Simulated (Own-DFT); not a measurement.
# How strain changes the stress of hcp Hf, 36 atoms (Hf36)

All numbers below are calculated, not measured. They come from Own-DFT, an in-house plane-wave density functional program, since retired, whose code no person has reviewed. Each row is one single-point run on a periodic cell that was not relaxed, without spin or spin-orbit coupling.

Settings of every run: PBE; PseudoDojo norm-conserving scalar-relativistic files; cutoff 42 hartree; 4 x 4 x 4 k mesh centred on Gamma; cold (Marzari-Vanderbilt) smearing of 0.2 eV.

Known limits: hafnium file: forces about 75 meV/angstrom off all-electron values; forces on such cells passed a denser k mesh, each cell not checked; stress not checked against mesh or cutoff.

Unstrained cell vectors in Å: (9.589, 0.000, 0.000); (-4.795, 8.305, 0.000); (0.000, 0.000, 10.102). The unstrained cell has measured lattice constants (interpolated for alloys), not those of this functional. That, the random moves and any unrelaxed bonds set the pressure at no strain. Each run strains this cell uniformly, with the atoms carried along. Every atom was also moved at random, by a Gaussian of width 0.05 Å on each axis. Strain is the symmetric tensor, in per cent. Stress is positive in tension, and the pressure is minus a third of its trace.

```
run  e_xx (%)  e_yy (%)  e_zz (%)  e_yz (%)  e_xz (%)  e_xy (%)  s_xx (GPa)  s_yy (GPa)  s_zz (GPa)  s_yz (GPa)  s_xz (GPa)  s_xy (GPa)  P (GPa)  E (meV/atom)
  1      0.39      0.55      1.47     -1.33      0.54      1.29        0.96        0.75        1.85       -1.33        0.52        1.63    -1.19           6.8
  2      0.05      1.63      1.83     -1.63      0.30     -0.70        0.89        3.06        3.00       -1.47        0.16       -0.99    -2.32           7.8
  3     -1.22     -1.49     -0.26      1.11     -0.89     -0.12       -4.50       -5.74       -4.22        1.16       -0.86        0.01     4.82          13.0
  4     -1.98     -1.41     -0.36     -1.72      1.43     -1.58       -7.08       -6.13       -5.40       -1.66        1.36       -1.84     6.20          39.3
  5     -0.76     -0.99      0.79     -1.55      1.73     -0.15       -2.80       -3.20       -1.37       -1.47        1.66       -0.07     2.45          10.4
  6     -0.79      0.77     -0.55     -0.79      0.68      0.28       -2.92       -0.56       -2.81       -0.84        0.69        0.20     2.09           8.5
  7      0.36     -0.66     -0.31      0.53      1.32     -1.05       -1.41       -2.58       -2.63        0.64        1.30       -1.46     2.21           9.6
  8     -0.49      1.09      1.53      1.25      1.05      1.61       -0.38        1.21        1.81        1.03        0.93        1.87    -0.88           8.3
  9      1.49      0.45      1.76      0.91     -0.04      1.96        3.16        1.08        2.86        0.89       -0.12        2.46    -2.37          15.9
 10     -0.48      1.76      0.70      1.97      1.32      1.83       -0.89        2.17        0.30        1.57        1.15        1.96    -0.53          20.5
 11      1.38     -0.26     -1.60     -1.32      0.71     -1.30       -0.19       -2.15       -4.25       -1.37        0.67       -1.52     2.20          19.7
 12      0.10     -0.82      0.69      0.22     -1.58      1.99       -1.32       -2.40       -0.91        0.32       -1.62        2.89     1.54          12.8
 13     -0.22     -1.67      0.11      1.21     -0.37     -0.43       -2.66       -4.80       -2.70        1.25       -0.40       -0.55     3.39           3.6
 14      1.69     -0.11      0.79      0.63      1.62      1.31        2.38        0.13        1.18        0.56        1.55        1.61    -1.23           0.0
 15     -0.86     -0.09      0.17      0.50     -0.18      1.12       -2.87       -1.85       -2.00        0.45       -0.14        1.65     2.24           3.8
 16     -0.30     -0.89      0.77      0.78     -0.77     -0.90           ?           ?           ?           ?           ?           ?        ?             ?
```

E is the free energy for each atom above the lowest run shown.

## Worked fit

Each stress component was fitted by least squares to a constant and the strains of the runs shown, as fractions, with shears doubled. Shear strains stay in the fit of a normal stress only where such slopes are resolved. The slopes, in GPa:

| stress | at no strain | per e_xx | per e_yy | per e_zz | scatter |
|---|---|---|---|---|---|
| s_xx | -1.5 | 199 ± 7 | 57 ± 7 | 82 ± 8 | 0.26 |
| s_yy | -1.4 | 67 ± 7 | 202 ± 7 | 59 ± 8 | 0.26 |
| s_zz | -1.8 | 76 ± 5 | 68 ± 6 | 201 ± 6 | 0.20 |

Each shear stress against twice its own strain: yz 48 ± 1, xz 49 ± 1, xy 67 ± 2 GPa. These are stiffnesses along x, y and z of the frame in which the cell vectors are given, which need not be the crystal's axes. The atoms are held to the strained lattice; where symmetry lets them move under strain, relaxing them would lower some slopes. The table should be nearly symmetric about its diagonal, and what it lacks of that shows the noise. A ninth of its sum, 112 ± 2 GPa, estimates the bulk modulus near the mean pressure of these runs, 1.2 GPa.

## Withheld run

Question: what normal stresses and pressure should run 16 give?

The fit gives s_xx = -1.9, s_yy = -3.0, s_zz = -1.1 and P = 2.0 GPa. The calculation gave -1.66, -3.03, -1.42 and P = 2.04 GPa.
